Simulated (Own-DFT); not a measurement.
# Which arrangement is lower? C36Si36, 72 atoms

Calculated, not measured: single-point runs of Own-DFT, a retired in-house plane-wave DFT program that no person has reviewed, on unrelaxed cells, without spin or spin-orbit coupling.

Common settings: PBE; PseudoDojo norm-conserving scalar-relativistic files; cutoff 42 hartree; 4 x 4 x 3 k mesh centred on Gamma; Fermi-Dirac smearing of 0.1 eV.

Keep in mind: forces on such cells passed a denser k mesh, each cell not checked; stress not checked against mesh or cutoff.

All cells hold the same atoms in the same cell, with vectors in Å (9.248, 0.000, 0.000); (-4.624, 8.009, 0.000); (0.000, 0.000, 10.068). Atoms are randomly off their ideal sites, by an rms of u per axis. E is the free energy of the cell above the lowest run. The arrangements:

- A: 2H SiC
- B: 4H SiC

| arrangement | u (Å) | E (eV) | P (GPa) |
|---|---|---|---|
| A | 0.0290 | 0.257 | 3.82 |
| A | 0.0314 | 0.581 | 3.88 |
| A | 0.0319 | 0.873 | 4.08 |
| A | 0.0573 | 7.088 | 6.24 |
| A | 0.0592 | 7.457 | 6.26 |
| A | 0.0623 | 8.029 | 6.45 |
| B | 0.0295 | 0.142 | 3.76 |
| B | 0.0302 | 0.000 | 3.61 |
| B | 0.0309 | 0.324 | 3.86 |
| B | 0.0592 | 7.332 | 6.31 |
| B | 0.0606 | 7.436 | 6.34 |
| B | 0.0664 | 9.092 | 6.83 |

Asked: how far apart are the arrangements at u = 0?

## Answer

Fit E = a + b u², with one b for all and one a for each arrangement, and with residuals divided by u², since the noise grows with the moves. Then b = 2664 eV/Å², the scatter at u = 0.04 Å is 0.17 eV, and against A:

- B: -0.31 ± 0.08 eV (lower)

The cells share one lattice and weren't relaxed, which can shift such small differences either way.
